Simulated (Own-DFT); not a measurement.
# Biaxial strain at fixed height in wurtzite GaN, 72 atoms (Ga36N36)

Source: density functional calculations with Own-DFT, an unreviewed in-house program that is no longer used. Nothing was measured or relaxed, and spin and spin-orbit coupling are left out.

Common settings: PBE; PseudoDojo norm-conserving scalar-relativistic files; cutoff 42 hartree; 4 x 4 x 3 k mesh centred on Gamma; Fermi-Dirac smearing of 0.1 eV.

Caveats: forces not confirmed at this smearing and k mesh; stress not checked against mesh or cutoff.

Unstrained cell vectors in Å: (9.567, 0.000, 0.000); (-4.784, 8.285, 0.000); (0.000, 0.000, 10.370). The unstrained cell has measured lattice constants (interpolated for alloys), not those of this functional. That, the random moves and any unrelaxed bonds set the pressure at no strain. Each run strains x and y alike by e, as a substrate would, and holds the height along z. Random moves of width 0.05 Å per axis were added to every atom. Stress is positive in tension.

```
e (%)  u (Å)  (s_xx + s_yy)/2 (GPa)  s_zz (GPa)
-3.00  0.051                 -26.43      -13.21
-2.50  0.053                      ?           ?
-1.75  0.049                 -17.75      -10.49
-1.25  0.054                 -16.00       -9.72
-1.00  0.046                 -12.35       -9.10
 0.25  0.050                  -6.10       -8.20
 1.00  0.052                  -2.65       -6.16
 1.25  0.048                  -0.58       -6.95
 2.25  0.046                   3.49       -4.35
 3.00  0.052                   6.08       -5.03
```

## Analysis

With e as a fraction, the in-plane stress is -7.4 + 547 e - 2996 e² GPa (errors 12 and 701, scatter 0.68), and s_zz is -8.2 + 139 e GPa (slope ± 12, scatter 0.69). At e = 0 the first slope is C11 + C12 and the second 2 C13, both with the ions held to the strained lattice and at the cell's own pressure. The term in e² is negative: the layer stiffens under compression and softens under tension. A free layer would change its height as e changes, and the in-plane slope would drop by 2 C13²/C33 to the biaxial modulus. At fixed height, a misfit of 1 % moves the in-plane stress by about 5.5 GPa and s_zz by 1.4 GPa.

## Test on the hidden row

Asked: what are the two stresses at e = -2.50 %?

From the fit: -23.0 and -11.7 GPa. Computed: -22.65 and -12.37 GPa.
